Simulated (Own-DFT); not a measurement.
Simulation results for GaN (wurtzite, strained, atoms displaced)

A calculation, not a measurement: plane-wave PBE density functional theory by an unreviewed code, no spin, of a simulated periodic cell, stress positive in tension, free energy of the whole cell less one offset for each atom, forces on such cells passed a denser k mesh, this cell's mesh not checked; offsets are fitted by least squares, one for each functional and potential file, so energies compare only between cells with the same atoms and settings and are not formation energies; the far tail of each file's local potential was reset to the Coulomb form; each entry is a single point on an unrelaxed cell, so the pressure reflects the starting lattice, mostly measured values (interpolated for alloys), from which strain is counted, and rises with the displacements; printed positions are rounded, which can move forces by about a meV/angstrom; the program, named Own-DFT, is a retired in-house code; no spin-orbit coupling. Program: Own-DFT development build.

Common to all runs: functional PBE; potential files PseudoDojo norm-conserving, scalar-relativistic, standard set with the stringent files for Ga; wave cutoff 96 hartree; occupations Gaussian; smearing width 0.01 eV; k mesh 3 x 4 x 3 centred on Gamma.

```json
{"entry": 1, "formula": "GaN", "kind": "wurtzite, strained, atoms displaced", "structure": {"cell_angstrom": [[12.8034, -0.0724, 0.2112], [-4.8483, 8.2335, 0.0371], [0.1717, 0.1455, 10.3684]], "atoms_fractional": [["Ga", 0.08966, 0.22371, 0.9934], ["Ga", 0.16609, 0.10952, 0.24823], ["N", 0.0815, 0.21799, 0.18132], ["N", 0.16611, 0.10617, 0.43577], ["Ga", 0.08284, 0.21869, 0.49862], ["Ga", 0.17097, 0.11703, 0.75358], ["N", 0.08003, 0.22216, 0.68301], ["N", 0.16758, 0.11349, 0.93368], ["Ga", 0.08569, 0.55596, 0.99177], ["Ga", 0.16543, 0.4493, 0.24986], ["N", 0.078, 0.55669, 0.19951], ["N", 0.17626, 0.45458, 0.44333], ["Ga", 0.0815, 0.54971, 0.49991], ["Ga", 0.15674, 0.44163, 0.75233], ["N", 0.08294, 0.5492, 0.69378], ["N", 0.16603, 0.45458, 0.93796], ["Ga", 0.08115, 0.87917, 0.00479], ["Ga", 0.16754, 0.78367, 0.24119], ["N", 0.08168, 0.88384, 0.19611], ["N", 0.16355, 0.77499, 0.43889], ["Ga", 0.08882, 0.89632, 0.50068], ["Ga", 0.17553, 0.77972, 0.75646], ["N", 0.08335, 0.88722, 0.69098], ["N", 0.16188, 0.77505, 0.93649], ["Ga", 0.34073, 0.22415, 0.00691], ["Ga", 0.41553, 0.11392, 0.25626], ["N", 0.32646, 0.2176, 0.1892], ["N", 0.41254, 0.11373, 0.43697], ["Ga", 0.33465, 0.2237, 0.49531], ["Ga", 0.41755, 0.10649, 0.74714], ["N", 0.33679, 0.22832, 0.68931], ["N", 0.42374, 0.12297, 0.93928], ["Ga", 0.33744, 0.55796, 0.99416], ["Ga", 0.41566, 0.44153, 0.24986], ["N", 0.33266, 0.55106, 0.18846], ["N", 0.42019, 0.45388, 0.43827], ["Ga", 0.33096, 0.55445, 0.49819], ["Ga", 0.40691, 0.43822, 0.74882], ["N", 0.33254, 0.55208, 0.68867], ["N", 0.41902, 0.4445, 0.9317], ["Ga", 0.32353, 0.89052, 0.00321], ["Ga", 0.41807, 0.77546, 0.24748], ["N", 0.32913, 0.8926, 0.18615], ["N", 0.41084, 0.78089, 0.44171], ["Ga", 0.33048, 0.88543, 0.4917], ["Ga", 0.4189, 0.7847, 0.75623], ["N", 0.33488, 0.89146, 0.68272], ["N", 0.41784, 0.77647, 0.94328], ["Ga", 0.58161, 0.22671, 0.9957], ["Ga", 0.66622, 0.11024, 0.25613], ["N", 0.57997, 0.22536, 0.1957], ["N", 0.66381, 0.1139, 0.44143], ["Ga", 0.58117, 0.22007, 0.50195], ["Ga", 0.66837, 0.11064, 0.75088], ["N", 0.59082, 0.23031, 0.69246], ["N", 0.67587, 0.11988, 0.93449], ["Ga", 0.58668, 0.55912, 0.99759], ["Ga", 0.66077, 0.43559, 0.25532], ["N", 0.58362, 0.55463, 0.18887], ["N", 0.6694, 0.44396, 0.43957], ["Ga", 0.58287, 0.56182, 0.5049], ["Ga", 0.65813, 0.43478, 0.7555], ["N", 0.57558, 0.55312, 0.67548], ["N", 0.66296, 0.44324, 0.93796], ["Ga", 0.5854, 0.88617, 0.99518], ["Ga", 0.67155, 0.78471, 0.25513], ["N", 0.58218, 0.88682, 0.18914], ["N", 0.66009, 0.77527, 0.43666], ["Ga", 0.5837, 0.89665, 0.50812], ["Ga", 0.6713, 0.784, 0.75103], ["N", 0.58277, 0.89198, 0.68189], ["N", 0.6734, 0.78256, 0.93358], ["Ga", 0.83881, 0.22927, 0.00372], ["Ga", 0.91806, 0.1112, 0.25148], ["N", 0.83215, 0.22387, 0.19453], ["N", 0.90913, 0.10829, 0.43541], ["Ga", 0.82592, 0.22479, 0.50386], ["Ga", 0.9157, 0.11079, 0.75495], ["N", 0.83158, 0.21843, 0.68656], ["N", 0.91322, 0.10804, 0.93384], ["Ga", 0.83584, 0.55602, 0.00166], ["Ga", 0.91946, 0.44982, 0.25264], ["N", 0.8291, 0.54758, 0.18512], ["N", 0.91435, 0.44099, 0.44223], ["Ga", 0.82758, 0.55305, 0.49266], ["Ga", 0.92595, 0.44421, 0.74939], ["N", 0.82806, 0.55462, 0.67854], ["N", 0.91832, 0.44689, 0.93575], ["Ga", 0.8402, 0.8917, 0.99051], ["Ga", 0.91983, 0.78399, 0.24767], ["N", 0.83851, 0.89442, 0.18424], ["N", 0.90884, 0.77608, 0.43594], ["Ga", 0.83038, 0.89329, 0.4944], ["Ga", 0.9138, 0.7739, 0.74797], ["N", 0.82914, 0.88315, 0.68101], ["N", 0.91377, 0.77223, 0.94497]]}, "results": {"free_energy_of_cell_above_offsets [eV]": "-4.426", "pressure [GPa]": 8.36, "stress_xx [GPa]": -6.77, "stress_yy [GPa]": -9.65, "stress_zz [GPa]": -8.68, "stress_yz [GPa]": 3.11, "stress_xz [GPa]": 4.07, "stress_xy [GPa]": -1.77, "force_element": ["Ga", "Ga", "N", "N", "Ga", "Ga", "N", "N", "Ga", "Ga", "N", "N", "Ga", "Ga", "N", "N", "Ga", "Ga", "N", "N", "Ga", "Ga", "N", "N", "Ga", "Ga", "N", "N", "Ga", "Ga", "N", "N", "Ga", "Ga", "N", "N", "Ga", "Ga", "N", "N", "Ga", "Ga", "N", "N", "Ga", "Ga", "N", "N", "Ga", "Ga", "N", "N", "Ga", "Ga", "N", "N", "Ga", "Ga", "N", "N", "Ga", "Ga", "N", "N", "Ga", "Ga", "N", "N", "Ga", "Ga", "N", "N", "Ga", "Ga", "N", "N", "Ga", "Ga", "N", "N", "Ga", "Ga", "N", "N", "Ga", "Ga", "N", "N", "Ga", "Ga", "N", "N", "Ga", "Ga", "N", "N"], "force_x [eV/angstrom]": [-1.281, -1.404, 0.491, -0.277, -0.604, -0.613, 0.74, 1.085, -1.609, 0.218, 2.176, -1.998, -0.365, 2.613, 0.431, 1.847, -1.317, -0.102, 0.341, 0.003, -0.825, -1.937, 0.673, 0.788, -1.387, -0.264, 1.534, 1.035, -0.831, -0.469, 0.454, -0.821, -0.157, -0.067, -0.19, -0.1, 1.376, 1.093, -1.33, -0.164, 1.903, -0.895, 1.545, 1.908, -1.16, -0.011, 0.658, -0.873, 1.858, -0.678, 0.829, 0.084, -0.568, -0.363, -0.605, -1.003, -0.426, 0.107, 0.093, -1.801, 0.566, 0.116, 0.752, 0.83, 0.027, -0.253, 0.625, 0.099, -0.322, -1.134, 0.426, -0.433, -0.384, -0.716, 0.658, 0.643, 1.131, -0.351, 0.814, 0.849, -0.775, -1.905, 0.262, 0.221, 1.002, -3.753, 0.89, 0.35, -0.924, -1.608, -0.278, 1.073, 0.166, 0.013, 1.003, 0.928], "force_y [eV/angstrom]": [0.037, -0.157, 0.887, 1.843, 0.224, -0.913, -0.173, -0.642, -0.492, -0.664, 0.711, -2.057, 0.5, -0.328, 2.311, -1.268, 1.299, -1.382, 1.151, 0.264, -2.484, -0.259, 0.38, 0.82, 0.339, -0.348, 0.634, -0.248, 0.824, 1.319, -1.817, -2.122, -1.253, 0.576, 0.409, -1.075, 0.961, 1.413, 0.853, 0.259, 0.492, -0.087, 0.197, -0.077, 0.259, -1.263, -0.172, 1.566, -0.812, -0.008, -1.493, -0.101, 0.662, 0.327, -2.519, -0.639, -0.151, 1.735, 0.361, -0.497, -1.019, 2.731, 0.312, 1.084, 1.106, -0.861, 0.634, 1.573, -1.511, -1.562, -0.016, -0.178, -0.916, 0.202, 0.026, 1.697, -0.625, -0.654, 0.538, 1.583, -1.366, -1.208, 0.843, 0.893, 0.647, -0.751, -0.343, 0.377, -0.458, -1.676, -0.397, 0.935, -1.461, -0.423, 1.219, 0.914], "force_z [eV/angstrom]": [0.609, 0.224, 0.668, -0.236, -0.423, -1.523, 1.025, 1.576, 2.176, 0.133, -2.26, -1.361, 0.113, -0.634, -1.358, -0.113, -0.344, 2.362, -1.84, -0.403, 0.566, -2.111, 0.179, 0.838, -1.166, -1.211, 0.18, 0.865, 0.988, 0.171, -0.958, -0.744, 0.91, 0.228, -0.636, -0.477, 1.175, -0.375, 0.368, 1.243, -0.428, 0.56, 0.223, -1.057, 0.704, -1.1, 0.609, -0.526, 1.594, -0.932, -1.418, -0.125, 0.265, -0.023, -0.967, 1.003, 0.62, -0.311, -0.3, -0.277, -2.45, -1.278, 4.399, 0.203, 0.91, -1.225, -0.527, 0.499, -2.539, -1.27, 2.857, 0.485, 0.333, -0.608, -0.699, 0.419, -0.412, -2.064, 0.529, 1.013, -0.052, 0.477, 0.885, -0.409, 0.975, -0.299, 1.765, 0.212, 1.72, 0.615, -0.276, -0.168, 0.418, -0.42, 0.829, -1.38]}}
{"entry": 2, "formula": "GaN", "kind": "wurtzite, strained, atoms displaced", "structure": {"cell_angstrom": [[12.6715, -0.2494, -0.2145], [-4.9138, 8.2337, 0.1117], [-0.1744, 0.0391, 10.552]], "atoms_fractional": [["Ga", 0.0778, 0.21764, 0.00096], ["Ga", 0.16125, 0.10311, 0.23886], ["N", 0.08223, 0.21524, 0.18918], ["N", 0.16249, 0.10471, 0.44008], ["Ga", 0.07984, 0.21811, 0.50273], ["Ga", 0.16636, 0.11463, 0.75432], ["N", 0.08198, 0.22892, 0.68556], ["N", 0.16637, 0.10804, 0.93408], ["Ga", 0.08344, 0.55493, 0.00021], ["Ga", 0.17044, 0.4508, 0.25176], ["N", 0.08638, 0.54515, 0.18985], ["N", 0.17135, 0.44099, 0.43924], ["Ga", 0.08179, 0.55499, 0.50226], ["Ga", 0.17119, 0.44524, 0.74789], ["N", 0.08659, 0.5581, 0.68956], ["N", 0.1618, 0.43671, 0.93994], ["Ga", 0.09179, 0.8891, 0.00292], ["Ga", 0.16583, 0.76934, 0.25437], ["N", 0.07465, 0.87712, 0.18768], ["N", 0.16163, 0.78199, 0.44577], ["Ga", 0.08109, 0.89016, 0.49593], ["Ga", 0.16425, 0.76924, 0.74564], ["N", 0.08648, 0.88704, 0.68667], ["N", 0.16458, 0.77603, 0.9419], ["Ga", 0.33125, 0.21824, 0.99914], ["Ga", 0.41122, 0.10397, 0.24851], ["N", 0.33596, 0.23257, 0.19129], ["N", 0.41399, 0.11454, 0.44145], ["Ga", 0.32625, 0.22228, 0.50005], ["Ga", 0.41149, 0.10086, 0.74178], ["N", 0.32794, 0.22442, 0.69106], ["N", 0.41869, 0.10541, 0.93428], ["Ga", 0.34458, 0.56285, 0.00057], ["Ga", 0.41133, 0.43863, 0.25219], ["N", 0.33528, 0.56037, 0.18637], ["N", 0.41159, 0.44096, 0.44007], ["Ga", 0.32407, 0.54978, 0.50206], ["Ga", 0.41531, 0.44239, 0.75023], ["N", 0.33027, 0.54866, 0.69042], ["N", 0.41684, 0.44926, 0.93746], ["Ga", 0.33169, 0.88911, 0.99832], ["Ga", 0.41942, 0.78501, 0.24941], ["N", 0.32961, 0.88618, 0.18415], ["N", 0.41398, 0.78745, 0.43582], ["Ga", 0.33217, 0.89622, 0.49637], ["Ga", 0.42169, 0.77894, 0.75539], ["N", 0.33202, 0.88492, 0.68593], ["N", 0.41779, 0.76871, 0.93446], ["Ga", 0.58361, 0.21564, 0.995], ["Ga", 0.66477, 0.10975, 0.24603], ["N", 0.58241, 0.21179, 0.19027], ["N", 0.66947, 0.10449, 0.43801], ["Ga", 0.58105, 0.21893, 0.50493], ["Ga", 0.66665, 0.11071, 0.75635], ["N", 0.57948, 0.21713, 0.68719], ["N", 0.66991, 0.11142, 0.93629], ["Ga", 0.581, 0.55484, 0.99815], ["Ga", 0.66479, 0.44028, 0.25163], ["N", 0.59137, 0.56234, 0.18505], ["N", 0.66815, 0.45093, 0.43829], ["Ga", 0.57075, 0.54986, 0.50047], ["Ga", 0.65585, 0.43183, 0.75115], ["N", 0.58324, 0.55136, 0.69033], ["N", 0.66362, 0.45107, 0.93752], ["Ga", 0.58243, 0.89017, 0.00767], ["Ga", 0.67266, 0.79087, 0.25553], ["N", 0.59051, 0.88655, 0.18397], ["N", 0.66375, 0.77239, 0.43967], ["Ga", 0.58401, 0.88718, 0.49792], ["Ga", 0.66321, 0.78134, 0.75151], ["N", 0.58434, 0.8838, 0.69084], ["N", 0.66428, 0.77272, 0.94478], ["Ga", 0.83008, 0.21979, 0.99832], ["Ga", 0.92054, 0.11786, 0.25503], ["N", 0.82776, 0.22174, 0.18357], ["N", 0.92274, 0.11057, 0.44255], ["Ga", 0.84276, 0.22872, 0.503], ["Ga", 0.92681, 0.11568, 0.74005], ["N", 0.83957, 0.23283, 0.69343], ["N", 0.91594, 0.11671, 0.93243], ["Ga", 0.83299, 0.54919, 0.00564], ["Ga", 0.90709, 0.43193, 0.25031], ["N", 0.82872, 0.55318, 0.19315], ["N", 0.90904, 0.43545, 0.44359], ["Ga", 0.82864, 0.54978, 0.49675], ["Ga", 0.91698, 0.44641, 0.74693], ["N", 0.83677, 0.54966, 0.69167], ["N", 0.9173, 0.44291, 0.93811], ["Ga", 0.83077, 0.88881, 0.00072], ["Ga", 0.92341, 0.78234, 0.25592], ["N", 0.82991, 0.88362, 0.18133], ["N", 0.91941, 0.78498, 0.44062], ["Ga", 0.83794, 0.88882, 0.49811], ["Ga", 0.90966, 0.77322, 0.75136], ["N", 0.83846, 0.89095, 0.69068], ["N", 0.91373, 0.78061, 0.94341]]}, "results": {"free_energy_of_cell_above_offsets [eV]": "-3.271", "pressure [GPa]": 8.84, "stress_xx [GPa]": -11.21, "stress_yy [GPa]": -14.26, "stress_zz [GPa]": -1.05, "stress_yz [GPa]": 0.86, "stress_xz [GPa]": -3.93, "stress_xy [GPa]": -6.15, "force_element": ["Ga", "Ga", "N", "N", "Ga", "Ga", "N", "N", "Ga", "Ga", "N", "N", "Ga", "Ga", "N", "N", "Ga", "Ga", "N", "N", "Ga", "Ga", "N", "N", "Ga", "Ga", "N", "N", "Ga", "Ga", "N", "N", "Ga", "Ga", "N", "N", "Ga", "Ga", "N", "N", "Ga", "Ga", "N", "N", "Ga", "Ga", "N", "N", "Ga", "Ga", "N", "N", "Ga", "Ga", "N", "N", "Ga", "Ga", "N", "N", "Ga", "Ga", "N", "N", "Ga", "Ga", "N", "N", "Ga", "Ga", "N", "N", "Ga", "Ga", "N", "N", "Ga", "Ga", "N", "N", "Ga", "Ga", "N", "N", "Ga", "Ga", "N", "N", "Ga", "Ga", "N", "N", "Ga", "Ga", "N", "N"], "force_x [eV/angstrom]": [0.724, 0.539, -0.252, -0.882, 2.634, -0.405, 2.54, -0.698, 0.867, 1.225, -2.339, -3.543, 0.405, -1.599, 0.351, 0.685, -2.095, -0.842, 2.901, 0.708, 0.96, -0.6, -0.895, 0.29, 0.912, 0.118, 0.293, -0.386, 0.877, -0.965, 1.445, -1.318, -1.646, 0.906, 0.473, -1.622, 2.877, 0.175, 1.026, -0.224, 0.999, 0.427, 0.21, 0.245, 0.581, -0.954, 0.736, -1.233, 0.073, 0.499, -1.371, -0.635, 1.09, 0.674, 0.548, -1.77, 0.909, -1.02, -1.192, -1.671, 2.629, 1.272, -0.557, 0.849, 1.259, 0.898, -2.13, -0.131, 0.055, 2.171, -0.934, -1.305, 2.058, -0.596, 1.409, -2.591, -0.822, -3.031, -0.026, -0.437, -0.293, 0.444, 1.506, 0.545, 0.973, 0.827, -2.276, -0.98, 0.859, -2.92, 1.057, -0.919, -0.921, 1.613, -1.268, 0.95], "force_y [eV/angstrom]": [0.102, 0.388, 1.162, 1.226, 0.751, -1.264, 0.048, 0.261, -0.822, -1.535, 0.913, -0.724, -0.016, 0.088, -1.536, 1.433, -0.751, -0.103, 1.028, -1.091, -0.059, 1.798, 0.281, -0.15, 1.055, 1.235, -3.128, 0.574, -0.446, 0.983, -0.607, 0.487, -2.407, 2.93, 0.032, 0.143, 2.218, 0.406, 1.514, -1.505, -0.852, -0.559, 0.001, -1.078, -0.943, -0.579, -0.686, 2.475, 1.359, -0.693, 0.709, 1.292, 0.478, 0.09, -0.599, -0.745, -0.122, 0.163, -0.85, -1.515, 0.644, 1.599, 0.608, -1.638, -0.608, -2.256, 0.692, 0.77, -0.36, -0.969, 1.319, 1.345, 0.696, -1.193, -0.813, -0.126, -2.555, -0.818, -2.344, -0.984, 1.004, 1.762, 0.121, 2.185, 1.113, 0.454, 0.547, 0.287, 0.389, -1.333, 1.466, -1.757, -0.768, -0.15, -0.176, -0.409], "force_z [eV/angstrom]": [0.135, 1.699, -0.301, -1.448, 0.148, -0.951, -0.651, 1.158, 0.271, 0.083, -0.046, -1.056, 0.097, 1.719, -0.798, -0.453, -0.597, 0.107, -0.536, -1.661, 2.208, 0.953, 0.253, -1.057, 0.018, 0.574, -1.395, -0.95, 0.729, 0.965, -0.8, -0.346, 0.631, 0.146, 0.278, -0.796, 0.917, 0.536, -0.879, -0.384, -0.075, 0.187, 0.151, 0.028, 1.012, -1.114, -0.171, 0.486, 0.872, 1.423, -0.911, -0.197, -1.052, -1.369, 0.155, 0.172, 1.3, -0.01, 0.896, -0.078, 0.729, 0.38, -0.636, -0.102, -1.481, -0.304, 0.998, 0.045, 0.701, 0.969, -1.018, -1.602, 0.074, -0.849, 0.198, -1.229, 1.07, 2.254, -1.111, -0.05, -0.524, 0.372, -0.176, -1.626, 1.493, 1.479, -1.069, -0.016, -0.408, -0.26, 1.901, -0.862, 1.142, 0.806, -1.052, -0.463]}}
{"entry": 3, "formula": "GaN", "kind": "wurtzite, strained, atoms displaced", "structure": {"cell_angstrom": [[12.777, -0.1996, 0.0103], [-4.921, 8.342, -0.1669], [0.0084, -0.2041, 10.475]], "atoms_fractional": [["Ga", 0.08762, 0.21926, 0.99594], ["Ga", 0.16295, 0.10726, 0.24873], ["N", 0.07841, 0.21467, 0.18629], ["N", 0.15818, 0.11213, 0.44248], ["Ga", 0.07539, 0.2285, 0.49501], ["Ga", 0.16853, 0.11758, 0.74545], ["N", 0.08188, 0.22277, 0.69725], ["N", 0.16956, 0.1118, 0.9333], ["Ga", 0.07643, 0.55313, 0.00019], ["Ga", 0.16419, 0.44507, 0.25562], ["N", 0.06965, 0.5528, 0.1821], ["N", 0.16558, 0.43861, 0.43726], ["Ga", 0.0814, 0.54298, 0.49765], ["Ga", 0.16945, 0.45028, 0.75169], ["N", 0.07695, 0.56362, 0.68775], ["N", 0.16637, 0.43617, 0.93089], ["Ga", 0.07762, 0.88569, 0.0041], ["Ga", 0.16466, 0.78087, 0.25591], ["N", 0.07664, 0.88082, 0.17641], ["N", 0.16613, 0.76839, 0.43634], ["Ga", 0.08447, 0.89199, 0.49465], ["Ga", 0.16576, 0.77461, 0.75036], ["N", 0.07692, 0.88606, 0.69031], ["N", 0.16709, 0.78213, 0.94256], ["Ga", 0.33782, 0.22875, 0.00092], ["Ga", 0.41721, 0.11527, 0.24958], ["N", 0.33884, 0.22197, 0.19158], ["N", 0.41405, 0.11033, 0.43698], ["Ga", 0.32894, 0.22559, 0.49504], ["Ga", 0.41458, 0.11814, 0.75374], ["N", 0.33596, 0.22871, 0.68657], ["N", 0.42027, 0.11342, 0.9448], ["Ga", 0.34099, 0.55791, 0.99927], ["Ga", 0.42135, 0.44597, 0.2484], ["N", 0.33872, 0.56431, 0.19445], ["N", 0.41405, 0.44233, 0.44081], ["Ga", 0.34004, 0.55936, 0.50504], ["Ga", 0.41655, 0.44443, 0.75501], ["N", 0.34211, 0.56982, 0.68458], ["N", 0.41229, 0.43624, 0.94125], ["Ga", 0.32617, 0.88393, 0.99878], ["Ga", 0.41683, 0.77071, 0.24446], ["N", 0.33852, 0.89676, 0.19203], ["N", 0.4232, 0.78027, 0.43511], ["Ga", 0.33846, 0.89053, 0.50162], ["Ga", 0.4177, 0.77222, 0.74874], ["N", 0.33021, 0.88854, 0.68967], ["N", 0.42193, 0.78511, 0.93507], ["Ga", 0.58073, 0.21566, 0.00432], ["Ga", 0.66544, 0.10623, 0.26156], ["N", 0.58324, 0.21924, 0.18554], ["N", 0.6694, 0.10511, 0.44355], ["Ga", 0.5817, 0.22196, 0.49856], ["Ga", 0.67677, 0.11759, 0.74785], ["N", 0.58603, 0.22241, 0.69063], ["N", 0.67092, 0.11293, 0.92878], ["Ga", 0.59422, 0.57351, 0.00182], ["Ga", 0.67135, 0.43897, 0.2495], ["N", 0.58041, 0.55369, 0.19128], ["N", 0.66232, 0.445, 0.44028], ["Ga", 0.58287, 0.54976, 0.49272], ["Ga", 0.67319, 0.44443, 0.745], ["N", 0.58345, 0.54998, 0.69186], ["N", 0.65944, 0.42673, 0.93011], ["Ga", 0.58204, 0.89927, 0.00208], ["Ga", 0.65786, 0.77541, 0.24664], ["N", 0.57614, 0.87914, 0.19182], ["N", 0.66862, 0.76886, 0.43477], ["Ga", 0.58963, 0.88367, 0.50097], ["Ga", 0.66648, 0.77825, 0.75456], ["N", 0.58074, 0.89071, 0.68532], ["N", 0.67156, 0.78529, 0.93046], ["Ga", 0.83581, 0.21588, 0.99266], ["Ga", 0.91361, 0.11714, 0.25484], ["N", 0.83902, 0.2338, 0.18825], ["N", 0.91745, 0.10442, 0.44345], ["Ga", 0.83265, 0.22288, 0.50535], ["Ga", 0.91133, 0.09922, 0.75097], ["N", 0.83088, 0.21686, 0.69019], ["N", 0.91526, 0.11398, 0.93594], ["Ga", 0.83205, 0.55642, 0.00546], ["Ga", 0.92033, 0.44035, 0.25056], ["N", 0.83614, 0.54813, 0.18984], ["N", 0.9162, 0.45253, 0.43463], ["Ga", 0.8304, 0.55921, 0.50203], ["Ga", 0.91384, 0.43612, 0.75111], ["N", 0.83236, 0.55835, 0.6905], ["N", 0.91619, 0.45136, 0.93581], ["Ga", 0.8275, 0.87912, 0.99665], ["Ga", 0.91472, 0.7753, 0.25482], ["N", 0.82783, 0.88378, 0.19022], ["N", 0.9226, 0.7849, 0.44136], ["Ga", 0.83118, 0.89291, 0.49444], ["Ga", 0.91021, 0.77108, 0.75111], ["N", 0.83382, 0.89096, 0.69045], ["N", 0.92027, 0.79073, 0.93494]]}, "results": {"stress_xx [GPa]": null}}
```

Question: What stress xx does the calculation give for GaN (wurtzite, strained, atoms displaced) (entry 3)?
Answer: -5.55 GPa

Further results for GaN (wurtzite, strained, atoms displaced) (entry 3):

```
free energy of cell above offsets : -3.652 eV
pressure                          : 5.57 GPa
stress yy                         : -7.84 GPa
stress zz                         : -3.32 GPa
stress yz                         : -4.29 GPa
stress xz                         : 0.27 GPa
stress xy                         : -5.62 GPa
```

Force:
```tsv
element	x (eV/Å)	y (eV/Å)	z (eV/Å)
Ga	-0.638	-0.02	0.043
Ga	0.112	0.267	0.028
N	0.413	0.838	0.25
N	0.651	0.123	-1.068
Ga	2.637	-0.648	2.298
Ga	-0.172	-1.085	0.268
N	-0.294	0.528	-1.755
N	0.111	-0.388	0.761
Ga	1.614	0.508	-0.496
Ga	0.139	0.119	-1.848
N	3.593	1.223	0.538
N	0.116	1.049	0.305
Ga	-0.809	1.779	0.745
Ga	-0.502	-0.065	-0.799
N	1.647	-2.243	-0.649
N	-0.302	1.53	1.718
Ga	1.308	1.218	-2.347
Ga	0.566	-0.176	-1.396
N	0.381	0.535	3.403
N	-0.316	0.641	0.578
Ga	1.227	-0.216	1.912
Ga	-1.149	1.769	0.365
N	0.98	0.384	-0.609
N	-1.111	-1.409	-0.889
Ga	0.12	-1.735	0.521
Ga	0.482	-0.344	0.381
N	-1.58	0.097	-0.411
N	-0.203	0.2	0.159
Ga	0.657	-0.678	0.73
Ga	0.949	-0.513	-0.063
N	-0.146	-0.594	-0.353
N	-1.421	-0.892	-0.935
Ga	-1.376	0.066	0.256
Ga	-1.603	-0.512	0.77
N	-0.37	-3.698	-1.524
N	0.016	0.342	-0.914
Ga	-0.415	0.436	-1.277
Ga	0.325	0.614	-0.48
N	-0.352	-3.468	0.498
N	0.766	2.256	-0.304
Ga	1.494	1.231	0.893
Ga	-2.235	2.595	1.945
N	-0.296	-1.729	-0.643
N	-0.529	-0.476	0.289
Ga	-0.216	-0.304	-0.126
Ga	-0.905	3.337	0.62
N	0.835	0.23	-0.007
N	-0.881	-1.204	0.425
Ga	1.158	0.645	-0.968
Ga	0.028	0.615	-1.537
N	0.808	-0.395	1.252
N	-0.953	0.341	-0.259
Ga	0.18	-0.331	1.01
Ga	-3.153	-1.554	0.04
N	-0.026	-0.669	-0.924
N	-0.588	-0.271	1.682
Ga	-0.077	-2.45	-0.539
Ga	-0.871	0.579	0.077
N	1.741	0.123	-1.013
N	1.495	-0.941	-0.996
Ga	-0.922	0.653	1.888
Ga	-1.925	-0.498	0.866
N	-0.085	0.614	-0.658
N	-0.005	2.312	1.491
Ga	1.19	0.088	-0.221
Ga	1.499	0.13	0.647
N	1.221	2.016	-1.28
N	-1.068	0.324	-0.187
Ga	-0.677	-0.19	0.237
Ga	-0.463	-0.225	-2.375
N	1.431	-0.119	0.348
N	-1.878	-0.734	1.866
Ga	-1.045	1.574	1.208
Ga	0.324	-0.952	-0.963
N	-0.481	-3.393	-0.497
N	-2.656	0.983	-1.281
Ga	0.568	0.714	-0.457
Ga	0.498	2.126	0.432
N	2.044	0.824	-0.99
N	1.246	-1.211	0.233
Ga	-0.299	-0.262	-1.044
Ga	-2.066	0.966	0.944
N	-0.768	0.766	0.111
N	0.006	-1.446	0.936
Ga	0.815	0.48	0.051
Ga	-0.477	1.444	0.092
N	1.404	-1.004	-1.1
N	-0.475	-1.217	-0.089
Ga	1.144	2.331	1.288
Ga	-0.432	0.048	-0.516
N	0.104	0.287	-0.253
N	-1.751	-1.198	-0.682
Ga	1.42	-1.304	1.451
Ga	0.519	1.795	-0.24
N	-0.256	-1.846	-1.263
N	-0.761	-2.09	0.373
```
